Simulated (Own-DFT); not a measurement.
# From a pressure shift to a lattice shift: L1_0 TiAl, 32 atoms (Al16Ti16)

The numbers are computed, not measured, by runs of the plane-wave DFT program Own-DFT (in-house, retired, unreviewed) at fixed positions, with no spin and no spin-orbit coupling.

Limits: forces on such cells failed a check on a denser k mesh; stress not checked against mesh or cutoff.

Each geometry was run with PBE and with PBEsol, otherwise alike: PseudoDojo norm-conserving scalar-relativistic files made for PBE; cutoff 42 hartree; 4 x 4 x 4 k mesh centred on Gamma; cold (Marzari-Vanderbilt) smearing of 0.2 eV. Unstrained cell vectors in Å: (5.622, 5.621, 0.000); (-5.621, 5.621, 0.000); (0.000, 0.000, 8.133). Each has a uniform strain, of which the change of volume is shown, and random moves of rms u per axis.

| run | volume change (%) | u (Å) | P with PBE (GPa) | P with PBEsol (GPa) |
|---|---|---|---|---|
| 1 | -0.82 | 0.0518 | 2.97 | 0.09 |
| 2 | 2.59 | 0.0409 | -1.25 | -3.99 |
| 3 | -1.53 | 0.0511 | 3.71 | 0.79 |
| 4 | 0.95 | 0.0488 | 0.60 | -2.21 |
| 5 | -2.25 | 0.0464 | 4.60 | 1.65 |
| 6 | -0.07 | 0.0534 | 1.95 | -0.89 |
| 7 | -1.71 | 0.0481 | 4.07 | 1.15 |
| 8 | -1.08 | 0.0431 | 2.87 | -0.03 |
| 9 | -1.38 | 0.0534 | 3.66 | 0.75 |
| 10 | 0.74 | 0.0547 | 1.07 | -1.74 |
| 11 | -0.14 | 0.0525 | 1.86 | -0.99 |
| 12 | 2.14 | 0.0493 | -0.54 | ? |

Question: by how much does PBEsol shrink this cell, and what belongs in the blank?

## Solution

Write v for the change of volume as a fraction. Fitted to v and u², the PBE pressure has a slope of -121 ± 3 GPa in v, with the ions held to the strained lattice. The difference PBEsol less PBE is -2.85 + 4.4 v GPa (slope ± 0.1) and averages -2.87 GPa. Divided by the mean slope of the two, 119 GPa, that makes PBEsol's volume at a given pressure, near 1 GPa, about 2.4 % smaller, or 0.80 % in lengths. At one volume PBEsol's slope is the smaller by 4 GPa, but its pressure there is lower too. If stiffness rises by about 4 GPa for each GPa, PBEsol at equal pressure is stiffer by about 7 GPa. Files made for PBEsol would give a different shift.

For run 12 the line gives -3.30 GPa. Computed: -3.30 GPa.
